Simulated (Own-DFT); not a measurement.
# Point defects and the pressure they add: wurtzite GaN

Source: density functional calculations with Own-DFT, an unreviewed in-house program that is no longer used. Nothing was measured or relaxed, and spin and spin-orbit coupling are left out.

Settings: PBE; PseudoDojo norm-conserving scalar-relativistic files; cutoff 42 hartree; 4 x 4 x 3 k mesh centred on Gamma; Fermi-Dirac smearing of 0.1 eV.

Limits (not all hold for every row): not probed for a lower state with spin; forces not confirmed at this smearing and k mesh; stress not checked against mesh or cutoff.

All runs share one cell, with vectors in Å (9.567, 0.000, 0.000); (-4.784, 8.285, 0.000); (0.000, 0.000, 10.370) and a volume of 822.0 Å³. Atoms were moved at random from their sites; u is the rms move along one axis. The defect's site can differ from row to row.

```
cell,formula,u (Å),P (GPa)
no defect,Ga36N36,0.0205,5.94
no defect,Ga36N36,0.0440,7.20
no defect,Ga36N36,0.0549,8.06
one N on a Ga site,Ga35N37,0.0296,5.56
one N on a Ga site,Ga35N37,0.0297,5.58
one N on a Ga site,Ga35N37,0.0523,6.63
one Ga on an N site,Ga37N35,0.0288,12.09
one Ga on an N site,Ga37N35,0.0311,12.18
one Ga on an N site,Ga37N35,0.0473,?
one Ga on an N site,Ga37N35,0.0517,13.85
```

## Analysis

P = P0 + c u² + a shift for each defect gives P0 = 5.66 GPa, c = 786 ± 68 GPa/Å² and a scatter of 0.19 GPa. The shifts, and each times the cell's volume:

- one Ga on an N site: 5.88 ± 0.16 GPa, 30.2 eV
- one N on a Ga site: -0.91 ± 0.16 GPa, -4.7 eV

A positive shift means that the defect pushes the cell outwards. Shift times volume (160.2 GPa Å³ is 1 eV) depends little on the cell's size, so, taken for each site, it can be compared between cells at like pressure. The atoms around the defects weren't relaxed, which would change these numbers.

## Withheld run

The question: what pressure belongs in the blank (one Ga on an N site, u = 0.0473 Å)?

From the fit: 13.30 ± 0.23 GPa. The calculation gave 12.83 GPa.
